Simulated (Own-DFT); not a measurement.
# What a defect does to the pressure of its cell: zincblende GaAs

The numbers are computed, not measured, by runs of the plane-wave DFT program Own-DFT (in-house, retired, unreviewed) at fixed positions, with no spin and no spin-orbit coupling.

Common settings: PBE; PseudoDojo norm-conserving scalar-relativistic files; cutoff 42 hartree; 3 x 3 x 3 k mesh centred on Gamma; Fermi-Dirac smearing of 0.1 eV.

Limits (not all hold for every row): not probed for a lower state with spin; forces not confirmed at this smearing and k mesh; stress not checked against mesh or cutoff.

All runs share one cell, with vectors in Å (10.862, 0.000, 0.000); (0.000, 10.862, 0.000); (0.000, 0.000, 11.796) and a volume of 1391.7 Å³, strained against the parent crystal. Atoms were moved at random from their sites; u is the rms move along one axis. The defect's site can differ from row to row.

| cell | formula | u (Å) | P (GPa) |
|---|---|---|---|
| no defect | As32Ga32 | 0.0321 | 6.70 |
| no defect | As32Ga32 | 0.0496 | 7.14 |
| no defect | As32Ga32 | 0.0512 | 7.09 |
| one In on a Ga site | As32Ga31In | 0.0292 | 7.37 |
| one In on a Ga site | As32Ga31In | 0.0305 | ? |
| one In on a Ga site | As32Ga31In | 0.0309 | 7.54 |
| one In on a Ga site | As32Ga31In | 0.0318 | 7.43 |
| one Al on a Ga site | AlAs32Ga31 | 0.0281 | 6.62 |
| one Al on a Ga site | AlAs32Ga31 | 0.0301 | 6.67 |
| one Al on a Ga site | AlAs32Ga31 | 0.0499 | 7.04 |
| one As vacancy and one Ga vacancy | As31Ga31 | 0.0312 | 6.01 |
| one As vacancy and one Ga vacancy | As31Ga31 | 0.0460 | 6.26 |
| one As vacancy and one Ga vacancy | As31Ga31 | 0.0507 | 6.31 |
| one P on an As site | As31Ga32P | 0.0289 | 6.39 |
| one P on an As site | As31Ga32P | 0.0447 | 6.65 |
| one P on an As site | As31Ga32P | 0.0513 | 6.84 |

## Worked fit

P = P0 + c u² + a shift for each defect gives P0 = 6.49 GPa, c = 239 ± 19 GPa/Å² and a scatter of 0.05 GPa. The shifts, and each times the cell's volume:

- one In on a Ga site: 0.73 ± 0.05 GPa, 6.4 eV
- one Al on a Ga site: -0.05 ± 0.04 GPa, -0.4 eV (not resolved)
- one P on an As site: -0.30 ± 0.04 GPa, -2.6 eV
- one As vacancy and one Ga vacancy: -0.75 ± 0.04 GPa, -6.5 eV

A positive shift means that the defect pushes the cell outwards. Shift times volume (160.2 GPa Å³ is 1 eV) depends little on the cell's size, so, taken for each site, it can be compared between cells at like pressure. The atoms around the defects weren't relaxed, which would change these numbers.

## Check

Question: what pressure belongs in the blank (one In on a Ga site, u = 0.0305 Å)?

The fit gives 7.44 ± 0.06 GPa. The calculation gave 7.42 GPa.
